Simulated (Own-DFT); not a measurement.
## Calculated data, Al32O47 (corundum with one vacancy, atoms displaced)

All values are calculated (Own-DFT development build). A calculation, not a measurement: plane-wave PBE density functional theory by an unreviewed code, no spin, of a simulated periodic cell, stress positive in tension, free energy of the whole cell less one offset for each atom, defect cell not probed for a lower state with spin; oxygen file: force components 24 meV/angstrom off all-electron in one glass; forces on such cells passed a denser k mesh, this cell's mesh not checked; offsets are fitted by least squares, one for each functional and potential file, so energies compare only between cells with the same atoms and settings and are not formation energies; the far tail of each file's local potential was reset to the Coulomb form; each entry is a single point on an unrelaxed cell, so the pressure reflects the starting lattice, mostly measured values, from which strain is counted, and rises with the displacements; printed positions are rounded, which can move forces by about a meV/angstrom; the program is a retired in-house code; no spin-orbit coupling; before rounding, a Quantum ESPRESSO 7.3.1 run of the same cell and cutoff gave forces within 1 meV/angstrom rms on each cell, which checks the program and not the settings.

Entry: Al32O47 (corundum with one vacancy, atoms displaced)

```
cell vectors (Å)
   5.4940     0.0000     8.6604
  -2.7470     4.7579     8.6604
  -2.7470    -4.7579     8.6604
atoms (fractions of the cell vectors)
Al  0.17194  0.18796  0.17289
Al  0.32592  0.32078  0.32476
Al  0.42015  0.42819  0.42642
Al  0.07375  0.08253  0.07309
O   0.28269  0.48093  0.11347
O   0.48448  0.11826  0.28207
O   0.13622  0.27569  0.46420
O   0.22431  0.01898  0.37300
O   0.03941  0.36932  0.20687
O   0.37247  0.23065  0.02802
Al  0.18102  0.16977  0.67432
Al  0.32054  0.33321  0.81351
Al  0.43205  0.42109  0.91921
Al  0.06488  0.06876  0.59151
O   0.27427  0.46991  0.63057
O   0.47115  0.12636  0.77081
O   0.12546  0.28248  0.97474
O   0.22089  0.03150  0.87789
O   0.01606  0.37548  0.72544
O   0.37048  0.22977  0.52131
Al  0.17091  0.67495  0.17536
Al  0.32127  0.82496  0.32417
Al  0.41614  0.93829  0.42405
Al  0.07768  0.56991  0.07849
O   0.28212  0.96437  0.12911
O   0.47597  0.62329  0.27280
O   0.12502  0.77765  0.47386
O   0.22746  0.52346  0.37129
O   0.03575  0.87134  0.21672
O   0.35693  0.72197  0.03404
Al  0.17275  0.67151  0.68011
Al  0.31934  0.82510  0.82275
Al  0.42948  0.93397  0.92346
Al  0.07051  0.56972  0.58147
O   0.27766  0.96438  0.63638
O   0.46628  0.63395  0.78296
O   0.13336  0.77484  0.96629
O   0.03049  0.88184  0.71267
O   0.36776  0.73704  0.52149
Al  0.68218  0.17988  0.17265
Al  0.83472  0.32103  0.31951
Al  0.92931  0.42258  0.42508
Al  0.57331  0.07498  0.07092
O   0.78316  0.48076  0.11491
O   0.97031  0.12384  0.28234
O   0.62588  0.28462  0.46529
O   0.70899  0.03327  0.38035
O   0.53412  0.37883  0.22465
O   0.87003  0.22367  0.03237
Al  0.67876  0.17896  0.66783
Al  0.82853  0.30810  0.83007
Al  0.91401  0.43854  0.93717
Al  0.57033  0.06830  0.57201
O   0.78214  0.46620  0.62131
O   0.96359  0.13457  0.78464
O   0.61937  0.28726  0.96691
O   0.72970  0.03268  0.86567
O   0.53341  0.36210  0.73246
O   0.87771  0.22034  0.52535
Al  0.67323  0.67907  0.17643
Al  0.82649  0.83356  0.31426
Al  0.92379  0.92781  0.42691
Al  0.57841  0.57477  0.07379
O   0.76955  0.97317  0.12473
O   0.97527  0.62003  0.27656
O   0.62403  0.77325  0.47362
O   0.71232  0.54004  0.37389
O   0.50969  0.88123  0.23088
O   0.86959  0.72353  0.02833
Al  0.68336  0.67592  0.67424
Al  0.81974  0.82902  0.82440
Al  0.93029  0.92698  0.92518
Al  0.57262  0.57021  0.57609
O   0.77993  0.96927  0.63128
O   0.97661  0.62788  0.76840
O   0.62289  0.78338  0.97124
O   0.72625  0.53018  0.86596
O   0.53016  0.88162  0.70950
O   0.87225  0.71621  0.53214
```

It was run with functional PBE, potential files PseudoDojo norm-conserving, scalar-relativistic, standard set, wave cutoff 72 hartree, occupations Fermi-Dirac, smearing width 0.1 eV and k mesh 3 x 3 x 3 centred on Gamma.

The calculation gives: free energy of cell above offsets -52.301 eV; pressure 9.2 GPa; stress xx -10.15 GPa; stress yy -9.2 GPa; stress zz -8.26 GPa; stress yz -0.87 GPa; stress xz 0.88 GPa; stress xy -0.63 GPa.

Force:
```csv
element,x (eV/Å),y (eV/Å),z (eV/Å)
Al,3.999,-2.676,-1.065
Al,0.921,1.546,0.426
Al,0.868,0.533,0.309
Al,0.995,-0.734,-0.486
O,0.04,-1.88,-0.624
O,-1.276,1.208,-0.42
O,-1.439,-1.071,-1.462
O,-2.756,1.375,1.7
O,-4.209,0.592,2.279
O,0.217,-0.651,-0.685
Al,-0.981,0.547,1.348
Al,0.315,-2.133,1.203
Al,-1.891,0.927,1.121
Al,1.765,2.815,-0.309
O,0.738,1.566,-1.188
O,-0.423,0.586,0.97
O,-0.405,0.226,-1.071
O,0.004,0.7,-0.386
O,1.634,-0.071,0.839
O,0.499,-1.461,0.557
Al,0.914,-0.513,0.875
Al,0.101,-0.534,0.093
Al,1.339,-1.596,-0.486
Al,0.885,1.694,-0.868
O,-0.691,1.878,-0.521
O,-0.709,-0.033,0.564
O,-0.235,-0.026,-1.046
O,-1.463,-0.025,0.32
O,-2.349,0.291,0.103
O,2.81,1.122,2.53
Al,0.401,0.587,1.6
Al,0.919,-1.69,2.262
Al,-0.79,-0.987,-1.71
Al,0.414,0.709,-1.073
O,-1.02,2.633,-0.91
O,2.015,-0.905,-1.956
O,-2.717,0.196,-1.528
O,-0.777,-2.452,-0.373
O,0.652,-2.837,-0.263
Al,-2.17,-0.388,-0.761
Al,-1.974,0.308,-0.617
Al,-0.729,-0.184,0.678
Al,-0.326,-0.381,0.018
O,-1.92,-1.934,1.465
O,0.393,0.48,-0.566
O,0.251,-0.696,0.44
O,2.813,0.337,0.047
O,0.85,-0.159,-1.48
O,0.881,-0.014,0.753
Al,-0.134,-0.511,-0.771
Al,-3.505,3.632,2.224
Al,3.842,1.71,-2.574
Al,-1.171,1.101,1.655
O,-0.421,-0.527,0.031
O,4.145,-1.979,-2.678
O,1.265,-1.639,0.909
O,-0.828,-0.566,0.092
O,-0.262,2.055,-0.409
O,0.257,0.696,0.513
Al,-1.233,0.106,0.398
Al,-0.894,-2.047,-0.856
Al,0.425,-1.016,0.204
Al,-1.548,0.754,-1.704
O,1.257,0.35,0.755
O,-0.299,0.454,0.003
O,0.199,0.983,0.597
O,2.212,-0.887,-0.522
O,2.95,1.44,0.382
O,0.773,0.256,0.779
Al,-1.317,0.019,-2.154
Al,0.737,-0.372,0.476
Al,-0.136,-0.807,-0.746
Al,-0.897,1.159,1.175
O,0.177,1.424,-1.196
O,-1.646,-0.991,0.433
O,0.234,-0.041,-0.276
O,-1.21,-1.4,1.487
O,-0.591,-2.012,0.071
O,1.233,1.831,1.061
```
